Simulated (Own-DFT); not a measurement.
# What random displacements cost in 4H SiC, 32 atoms (C16Si16)

All numbers below are calculated, not measured. The program, named Own-DFT, is a retired in-house plane-wave density functional code that no person has reviewed. Each row is one single-point run on a periodic cell that was not relaxed, without spin or spin-orbit coupling.

Settings of every run: PBE; PseudoDojo norm-conserving scalar-relativistic files; cutoff 42 hartree; 5 x 5 x 3 k mesh centred on Gamma; Fermi-Dirac smearing of 0.1 eV.

Known limits: forces on such cells passed a denser k mesh, each cell not checked; stress not checked against mesh or cutoff.

Cell vectors in Å: (6.165, 0.000, 0.000); (-3.083, 5.339, 0.000); (0.000, 0.000, 10.068). In each run every atom was moved at random and independently from its ideal site; u is the rms move along one axis. E is the free energy for each atom above the fitted value at u = 0, and F the rms of the force components.

| run | u (Å) | E (meV/atom) | F (eV/Å) | largest force (eV/Å) | P (GPa) |
|---|---|---|---|---|---|
| 1 | 0.0281 | 28.4 | 0.838 | 2.32 | 3.83 |
| 2 | 0.0302 | ? | ? | ? | ? |
| 3 | 0.0336 | 35.8 | 0.874 | 2.54 | 3.79 |
| 4 | 0.0534 | 107.9 | 1.682 | 5.92 | 5.60 |
| 5 | 0.0559 | 106.2 | 1.556 | 5.31 | 5.38 |
| 6 | 0.0601 | 127.2 | 1.657 | 4.80 | 6.41 |
| 7 | 0.1048 | 409.9 | 3.032 | 9.08 | 13.33 |
| 8 | 0.1052 | 340.0 | 2.574 | 8.02 | 10.68 |

## Worked fit

For small independent moves the energy grows as E = (3/2) K u², with K the mean stiffness felt by one atom. The runs with u up to 0.11 Å give K = 23.1 ± 1.1 eV/Å², with residuals divided by u² + 0.0006 Å², since the noise grows with the moves. The scatter is 7.8 meV/atom at u = 0.05 Å. The forces follow F = G u with G = 28.1 eV/Å²; no force at u = 0 is resolved. G exceeds K because the moves of its neighbours add to the force on an atom, and stiffness differs between atoms. The pressure follows P = 3.14 + 807 u² GPa: at fixed volume, shortened bonds push harder than stretched ones pull.

## Withheld run

Question: what energy and rms force should run 2 give?

The fit gives 32 ± 4 meV/atom and about 0.85 eV/Å. The calculation gave 29.9 meV/atom and 0.836 eV/Å.
